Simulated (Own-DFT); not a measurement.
# Shaking the atoms of zincblende GaP, 96 atoms (Ga48P48)

All numbers below are calculated, not measured. They come from Own-DFT, an in-house plane-wave density functional program, since retired, whose code no person has reviewed. Each row is one single-point run on a periodic cell that was not relaxed, without spin or spin-orbit coupling.

Settings of every run: PBE; PseudoDojo norm-conserving scalar-relativistic files; cutoff 42 hartree; 2 x 3 x 3 k mesh centred on Gamma; Fermi-Dirac smearing of 0.1 eV.

Known limits, some of them of some rows only: some atoms lie very close together; forces on such cells moved up to 12 meV/angstrom on a denser k mesh; forces on such cells passed a denser k mesh, each cell not checked; stress not checked against mesh or cutoff.

Cell vectors in Å: (16.352, 0.000, 0.000); (0.000, 10.901, 0.000); (0.000, 0.000, 10.901). In each run every atom was moved at random and independently from its ideal site; u is the rms move along one axis. E is the free energy for each atom above the fitted value at u = 0, and F the rms of the force components.

| run | u (Å) | E (meV/atom) | F (eV/Å) | largest force (eV/Å) | P (GPa) |
|---|---|---|---|---|---|
| 1 | 0.0197 | 6.5 | 0.262 | 0.87 | 2.71 |
| 2 | 0.0201 | 6.9 | 0.270 | 0.89 | 2.71 |
| 3 | 0.0466 | ? | ? | ? | ? |
| 4 | 0.0476 | 38.8 | 0.657 | 2.20 | 3.17 |
| 5 | 0.0519 | 50.1 | 0.780 | 3.64 | 3.40 |
| 6 | 0.0977 | 172.8 | 1.566 | 6.48 | 5.17 |
| 7 | 0.0998 | 158.7 | 1.450 | 5.48 | 4.75 |
| 8 | 0.1007 | 166.2 | 1.410 | 5.68 | 4.96 |
| 9 | 0.1465 | 414.1 | 3.112 | 19.15 | 8.86 |
| 10 | 0.1968 | 714.8 | 4.055 | 22.21 | 13.07 |

## Worked fit

For small independent moves the energy grows as E = (3/2) K u², with K the mean stiffness felt by one atom. The runs with u up to 0.11 Å give K = 11.4 ± 0.3 eV/Å², with residuals divided by u² + 0.0006 Å², since the noise grows with the moves. The scatter is 2.8 meV/atom at u = 0.05 Å. The forces follow F = G u with G = 14.3 eV/Å²; no force at u = 0 is resolved. G exceeds K because the moves of its neighbours add to the force on an atom, and stiffness differs between atoms. At u = 0.197 Å the parabola gives 663 meV/atom and the run 715. The pressure follows P = 2.66 + 234 u² GPa: at fixed volume, shortened bonds push harder than stretched ones pull.

## Withheld run

Question: what energy and rms force should run 3 give?

The fit gives 37 ± 3 meV/atom and about 0.67 eV/Å. The calculation gave 35.4 meV/atom and 0.623 eV/Å.
